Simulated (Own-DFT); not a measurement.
SiSnGe6 (diamond-structure random alloy, strained, atoms displaced) (calculated)

A calculation, not a measurement: plane-wave density functional theory by an unreviewed code, no spin, of a simulated periodic cell, stress positive in tension, run twice, with PBE and with PBEsol, both on files made for PBE, so the change isn't that of files made for PBEsol, forces on such cells moved up to 12 meV/angstrom on a denser k mesh; the far tail of each file's local potential was reset to the Coulomb form; each entry is a single point on an unrelaxed cell, so the pressure reflects the starting lattice, mostly measured values (interpolated for alloys), from which strain is counted, and rises with the displacements; printed positions are rounded, which can move forces by about a meV/angstrom; the program, named Own-DFT, is a retired in-house code; no spin-orbit coupling; stress was not checked against mesh or cutoff. Program: Own-DFT development build.

```cif
# cell vector a (Å): 11.2950 0.0000 0.0000
# cell vector b (Å): 0.0000 11.2950 0.0000
# cell vector c (Å): 0.0000 0.0000 11.4670
data_SiSnGe6
_symmetry_space_group_name_H-M 'P 1'
_symmetry_Int_Tables_number 1
_cell_length_a 11.2950
_cell_length_b 11.2950
_cell_length_c 11.4670
_cell_angle_alpha 90.000
_cell_angle_beta 90.000
_cell_angle_gamma 90.000
_cell_volume 1462.93
loop_
_atom_site_label
_atom_site_type_symbol
_atom_site_fract_x
_atom_site_fract_y
_atom_site_fract_z
_atom_site_occupancy
Ge1 Ge 0.99452 0.99778 0.00310 1
Ge2 Ge 0.00199 0.24678 0.25505 1
Si1 Si 0.25881 0.99951 0.25228 1
Ge3 Ge 0.25015 0.24722 0.00761 1
Ge4 Ge 0.12518 0.12369 0.11915 1
Ge5 Ge 0.12135 0.36977 0.37393 1
Sn1 Sn 0.37145 0.13680 0.37146 1
Ge6 Ge 0.38365 0.37778 0.12629 1
Ge7 Ge 0.00274 0.99931 0.48961 1
Ge8 Ge 0.99779 0.24506 0.75073 1
Sn2 Sn 0.24777 0.00213 0.75404 1
Ge9 Ge 0.24982 0.25501 0.49917 1
Si2 Si 0.12470 0.12348 0.62014 1
Si3 Si 0.12694 0.37256 0.87093 1
Ge10 Ge 0.38003 0.12358 0.87210 1
Ge11 Ge 0.37539 0.37225 0.61966 1
Ge12 Ge 0.00174 0.49436 0.99742 1
Ge13 Ge 0.00923 0.74108 0.24740 1
Ge14 Ge 0.25388 0.50341 0.26039 1
Si4 Si 0.25096 0.74929 0.00242 1
Ge15 Ge 0.11868 0.62911 0.11669 1
Ge16 Ge 0.12463 0.87001 0.37406 1
Ge17 Ge 0.37216 0.62568 0.38067 1
Ge18 Ge 0.37496 0.87572 0.12314 1
Ge19 Ge 0.99848 0.50115 0.49514 1
Ge20 Ge 0.00778 0.74400 0.73980 1
Si5 Si 0.24704 0.50741 0.75902 1
Sn3 Sn 0.24907 0.75643 0.50216 1
Sn4 Sn 0.12829 0.62771 0.61714 1
Ge21 Ge 0.12653 0.88158 0.87522 1
Ge22 Ge 0.36960 0.62703 0.87317 1
Si6 Si 0.37420 0.86900 0.62376 1
Ge23 Ge 0.49663 0.99724 0.99847 1
Si7 Si 0.50328 0.24475 0.25225 1
Ge24 Ge 0.74902 0.00754 0.24806 1
Sn5 Sn 0.75702 0.25566 0.99489 1
Ge25 Ge 0.62753 0.12754 0.12131 1
Ge26 Ge 0.62056 0.37425 0.37874 1
Ge27 Ge 0.87494 0.12739 0.37229 1
Ge28 Ge 0.88341 0.36722 0.13594 1
Ge29 Ge 0.50405 0.00313 0.49775 1
Ge30 Ge 0.50144 0.25278 0.75767 1
Ge31 Ge 0.76116 0.99788 0.75395 1
Ge32 Ge 0.74924 0.24838 0.50356 1
Ge33 Ge 0.62458 0.11985 0.62515 1
Ge34 Ge 0.63619 0.37512 0.86891 1
Ge35 Ge 0.87507 0.12299 0.87781 1
Ge36 Ge 0.87056 0.37903 0.62069 1
Ge37 Ge 0.49327 0.50567 0.00131 1
Ge38 Ge 0.50301 0.74790 0.24401 1
Sn6 Sn 0.75601 0.49118 0.24380 1
Ge39 Ge 0.74277 0.74489 0.99971 1
Ge40 Ge 0.62737 0.62201 0.12365 1
Ge41 Ge 0.62669 0.87204 0.36713 1
Si8 Si 0.87312 0.62602 0.37945 1
Sn7 Sn 0.87695 0.87255 0.11370 1
Ge42 Ge 0.49382 0.50637 0.49540 1
Ge43 Ge 0.49511 0.74972 0.75213 1
Ge44 Ge 0.75334 0.50042 0.75035 1
Sn8 Sn 0.75510 0.75144 0.49808 1
Ge45 Ge 0.62674 0.61897 0.62887 1
Ge46 Ge 0.62245 0.86807 0.87963 1
Ge47 Ge 0.87253 0.61413 0.87618 1
Ge48 Ge 0.88050 0.87958 0.62137 1
_calc_functional 'PBE, then PBEsol'
_calc_potential_files 'PseudoDojo norm-conserving, scalar-relativistic, standard set'
_calc_wave_cutoff 49  # hartree
_calc_occupations 'Fermi-Dirac'
_calc_smearing_width 0.1  # eV
_calc_k_mesh '3 x 3 x 3 centred on Gamma'
_calc_PBE_pressure 7.51  # GPa
_calc_PBE_stress_xx -7.87  # GPa
_calc_PBE_stress_yy -7.9  # GPa
_calc_PBE_stress_zz -6.75  # GPa
_calc_PBE_stress_yz -0.09  # GPa
_calc_PBE_stress_xz 0.16  # GPa
_calc_PBE_stress_xy -0.75  # GPa
_calc_PBEsol_pressure 4.56  # GPa
_calc_PBEsol_stress_xx -4.92  # GPa
_calc_PBEsol_stress_yy -4.95  # GPa
_calc_PBEsol_stress_zz -3.81  # GPa
_calc_PBEsol_stress_yz -0.09  # GPa
_calc_PBEsol_stress_xz 0.17  # GPa
_calc_PBEsol_stress_xy -0.72  # GPa
_calc_rms_change_of_force_components_from_PBE_to_PBEsol 0.046  # eV/angstrom
```

Force:
```
force element  PBE force x (eV/Å)  PBE force y (eV/Å)  PBE force z (eV/Å)  PBEsol force x (eV/Å)  PBEsol force y (eV/Å)  PBEsol force z (eV/Å)
           Ge               2.395               1.973              -2.205                  2.325                  1.924                 -2.153
           Ge               0.665              -0.776              -0.546                  0.628                 -0.736                 -0.529
           Si              -1.969              -1.037              -1.227                 -1.934                  -1.02                 -1.202
           Ge                0.57               0.947              -1.242                  0.568                  0.886                 -1.172
           Ge               0.043              -0.826               1.408                  0.022                 -0.772                  1.334
           Ge               0.435               0.953               0.254                  0.427                  0.922                  0.252
           Sn               0.372              -1.439               0.448                  0.347                 -1.392                   0.53
           Ge              -0.652               -0.64               0.966                 -0.655                  -0.59                  0.904
           Ge               0.019               0.576               0.735                 -0.012                  0.518                  0.687
           Ge               0.482               0.503              -0.724                  0.404                  0.479                 -0.692
           Sn               0.825               0.139              -2.043                  0.804                  0.125                   -1.9
           Ge              -1.875               0.317               1.561                 -1.782                  0.342                  1.477
           Si              -0.709               0.901               -0.76                   -0.7                  0.887                 -0.749
           Si               0.303              -0.057               0.294                  0.252                   -0.1                  0.327
           Ge               0.317               1.269               1.587                  0.313                  1.224                  1.546
           Ge              -0.072               1.086               1.442                 -0.052                  1.032                  1.355
           Ge               0.118               -0.64               0.124                  0.078                 -0.578                  0.157
           Ge              -1.266               0.233               1.251                 -1.187                  0.246                   1.18
           Ge              -0.788              -0.568              -1.556                 -0.754                 -0.554                 -1.492
           Si              -0.377               0.575              -0.414                 -0.367                  0.563                 -0.407
           Ge               1.672              -1.078               0.044                   1.57                 -1.058                  0.084
           Ge              -0.367               1.703              -2.159                 -0.386                  1.623                 -2.066
           Ge               1.075               0.414              -1.614                   1.04                  0.377                 -1.564
           Ge              -0.415              -0.374               0.278                 -0.331                 -0.362                  0.262
           Ge                -0.9              -0.907              -0.727                 -0.844                 -0.913                 -0.673
           Ge              -2.264               1.984               2.743                 -2.194                   1.94                  2.644
           Si                0.36              -1.931              -0.476                  0.396                  -1.84                 -0.499
           Sn               2.215               1.533              -1.935                  2.095                  1.435                 -1.945
           Sn              -0.878              -3.862               1.781                 -0.905                 -3.713                  1.701
           Ge              -1.455              -2.444               1.651                 -1.431                 -2.338                  1.576
           Ge              -0.083               0.231               0.693                 -0.006                  0.237                  0.677
           Si               2.262               1.773               0.885                  2.224                  1.739                  0.876
           Ge               0.661               0.343               0.207                  0.642                  0.327                  0.196
           Si               1.525               1.855              -1.788                  1.505                  1.828                 -1.753
           Ge              -0.202              -0.386               0.169                 -0.201                 -0.369                  0.162
           Sn              -0.112              -0.208               1.355                 -0.104                 -0.216                  1.316
           Ge              -1.283              -0.498               0.646                 -1.208                  -0.52                  0.608
           Ge              -0.471              -0.787                0.12                 -0.428                 -0.739                  0.138
           Ge              -0.355              -0.133               0.509                 -0.338                 -0.132                  0.482
           Ge               2.075              -0.228              -1.786                  2.004                 -0.222                 -1.735
           Ge              -0.274              -1.497               0.419                 -0.229                 -1.422                  0.393
           Ge                0.28              -0.123              -1.198                  0.277                 -0.132                 -1.161
           Ge              -1.291               -0.35              -0.332                  -1.24                 -0.328                 -0.324
           Ge              -0.265              -0.006              -0.247                 -0.256                  0.006                 -0.235
           Ge               0.434               0.305               0.946                  0.426                  0.301                  0.899
           Ge              -2.327                1.64              -0.268                 -2.245                  1.584                 -0.276
           Ge               1.403              -0.946              -1.008                  1.359                 -0.923                 -0.985
           Ge               0.715              -0.467               0.385                  0.681                 -0.452                  0.375
           Ge               1.042              -0.343              -0.903                  1.007                 -0.325                 -0.856
           Ge              -0.519              -0.146               0.377                 -0.488                 -0.132                  0.365
           Sn              -0.891               1.365               1.873                 -0.897                  1.292                  1.787
           Ge               0.003              -1.033              -1.095                 -0.008                     -1                 -1.057
           Ge              -1.046               0.329              -0.506                 -1.021                  0.329                 -0.505
           Ge              -0.791               1.239              -0.344                 -0.767                  1.209                 -0.338
           Si               2.057              -0.908              -1.627                  2.026                 -0.896                 -1.599
           Sn              -1.221               -1.25               2.766                 -1.185                 -1.205                  2.677
           Ge               0.904              -0.902               0.978                  0.874                 -0.882                  0.947
           Ge               0.351              -0.072              -0.671                   0.37                 -0.107                 -0.604
           Ge              -0.179              -0.251              -0.626                 -0.175                 -0.252                 -0.603
           Sn              -1.044                0.13               0.773                 -1.055                  0.181                  0.799
           Ge              -1.012               0.202               0.176                  -0.98                  0.192                  0.173
           Ge               0.177               0.719              -0.799                  0.166                  0.686                 -0.761
           Ge               0.576                1.43              -0.061                  0.545                  1.365                 -0.061
           Ge               1.021               0.443               1.044                   0.99                  0.424                   1.01
```
